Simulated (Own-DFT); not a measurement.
# Device materials side by side: how hard are they to compress?

Calculated, not measured: single-point runs of Own-DFT, a retired in-house plane-wave DFT program that no person has reviewed, on unrelaxed cells, without spin or spin-orbit coupling.

Caveats (not all hold for every row): forces on such cells moved up to 12 meV/angstrom on a denser k mesh; forces not confirmed at this smearing and k mesh; k mesh not checked against a denser one; forces on such cells passed a denser k mesh, each cell not checked; stress not checked against mesh or cutoff.

All runs are PBE with PseudoDojo norm-conserving files; cutoff and k mesh are each material's own. Every cell starts from measured lattice constants and was given uniform random strains and small random moves of its atoms. Each triple is the change of volume in per cent, the rms move u in Å and the pressure in GPa.

- 4H SiC (C36Si36), 10.36 Å³/atom unstrained: (-3.99, 0.051, 15.65); (-2.88, 0.048, 12.08); (-2.14, 0.050, 10.97); (-1.85, 0.048, 9.59); (0.73, 0.045, 3.51); (1.44, 0.044, 1.62); (3.40, 0.052, -1.56)
- wurtzite AlN (Al36N36), 10.45 Å³/atom unstrained: (-2.05, 0.049, 10.74); (-1.59, 0.050, 9.29); (0.19, 0.048, 5.08); (1.66, 0.054, 2.61); (2.79, 0.051, -0.26); (3.19, 0.047, -0.48); (3.97, 0.047, -2.28)
- wurtzite GaN (Ga36N36), 11.42 Å³/atom unstrained: (-1.98, 0.051, 11.47); (-0.10, 0.052, 7.36); (0.29, 0.047, 6.36); (0.59, 0.046, 6.04); (0.84, 0.051, 5.64); (0.99, 0.047, 5.00); (3.48, 0.052, 0.94)
- diamond silicon (Si64), 20.02 Å³/atom unstrained: withheld
- zincblende InP (In48P48), 25.27 Å³/atom unstrained: (-1.61, 0.053, 4.91); (-1.30, 0.052, 4.74); (-1.17, 0.046, 4.63); (-0.05, 0.045, 3.66); (0.87, 0.049, 2.97); (2.00, 0.052, 2.35); (3.19, 0.048, 1.52)
- grey tin (Sn64), 34.15 Å³/atom unstrained: (-2.13, 0.048, 4.81); (-1.15, 0.050, 4.25); (-1.09, 0.047, 4.24); (-0.76, 0.050, 4.07); (-0.67, 0.053, 4.12); (-0.24, 0.052, 3.97); (1.57, 0.047, 3.00)

## Working it out

Fit a line to each set against the fractional change of volume; B is minus its slope, and u is nearly the same within a set. To take it to zero pressure, assume that B rises by 4 GPa for each GPa: B0 = B - 4 x (mean pressure). The bond length of an ideal tetrahedral crystal with the unstrained volume v is d = (√3/4)(8 v)^(1/3). Cohen's empirical rule reads B0 = (1971 - 220 L) d^(-3.5) GPa, with L = 0 for group IV crystals and SiC and 1 for III-V compounds.

```
                material  L  d (Å)   B (GPa)  mean P (GPa)  B0 (GPa)  rule (GPa)
        4H SiC (C36Si36)  0  1.888  235 ± 10           7.4  205 ± 10         213
  wurtzite AlN (Al36N36)  1  1.893   212 ± 6           3.5   198 ± 6         188
  wurtzite GaN (Ga36N36)  1  1.950   192 ± 9           6.1   167 ± 9         169
  diamond silicon (Si64)  0  2.352         ?             ?         ?          99
zincblende InP (In48P48)  1  2.541    72 ± 2           3.5    57 ± 2          67
         grey tin (Sn64)  0  2.810    47 ± 2           4.1    31 ± 2          53
```

A line through ln[B0/(1971 - 220 L)] against ln d has a slope of -4.6 ± 0.3 and a scatter of 12 %. Against the rule, B0 stands at 96 % for 4H SiC, 106 % for wurtzite AlN, 99 % for wurtzite GaN, 86 % for zincblende InP, 59 % for grey tin. PBE tends to make silicon and heavier crystals too soft, and the rule itself is only a guide.

## The run left out

The question: what B0 does the fitted trend give for diamond silicon (Si64)?

The straight line predicts 79 GPa. Its own runs give B = 105 ± 6 GPa at a mean pressure of 3.5 GPa, so B0 = 91 GPa.
